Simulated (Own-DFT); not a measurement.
# A change of arrangement and its cost: In32P32, 64 atoms

All numbers below are calculated, not measured. The program, named Own-DFT, is a retired in-house plane-wave density functional code that no person has reviewed. Each row is one single-point run on a periodic cell that was not relaxed, without spin or spin-orbit coupling.

Settings of every run: PBE; PseudoDojo norm-conserving scalar-relativistic files; cutoff 36 hartree; 3 x 3 x 3 k mesh centred on Gamma; Fermi-Dirac smearing of 0.1 eV.

Known limits, some of them of some rows only: not probed for a lower state with spin; forces on such cells moved up to 12 meV/angstrom on a denser k mesh; stress not checked against mesh or cutoff.

All cells hold the same atoms in the same cell, with vectors in Å (11.737, 0.000, 0.000); (0.000, 11.737, 0.000); (0.000, 0.000, 11.737). Every atom was moved at random from its ideal site; u is the rms move along one axis. The defect's site can differ from row to row. E is the free energy of the cell above the lowest run. The arrangements:

- A: zincblende InP
- B: zincblende InP, with one In on a P site and one P on an In site, 2.5 Å apart

```
arrangement   u (Å)  E (eV)  P (GPa)
          A  0.0208   0.000     3.21
          A  0.0215   0.015     3.20
          A  0.0216   0.002     3.20
          A  0.0478   1.873     3.60
          A  0.0509   2.007     3.58
          A  0.0522   2.156     3.61
          B  0.0275   4.068     3.55
          B  0.0283   4.223     3.60
          B  0.0303   4.437     3.66
          B  0.0468   5.952     3.93
          B  0.0480   5.670     3.93
          B  0.0507   5.837     3.91
```

Question: once the cost of the random moves is taken out, how do the arrangements rank?

## Worked answer

Fit E = a + b u², with one b for all and one a for each arrangement, and with residuals divided by u², since the noise grows with the moves. Then b = 1000 eV/Å², the scatter at u = 0.04 Å is 0.14 eV, and against A:

- B: 3.86 ± 0.05 eV (higher)

These are energies of unrelaxed cells. Relaxing the atoms lowers the strained arrangements most, so the gaps would shrink and small ones could change sign.
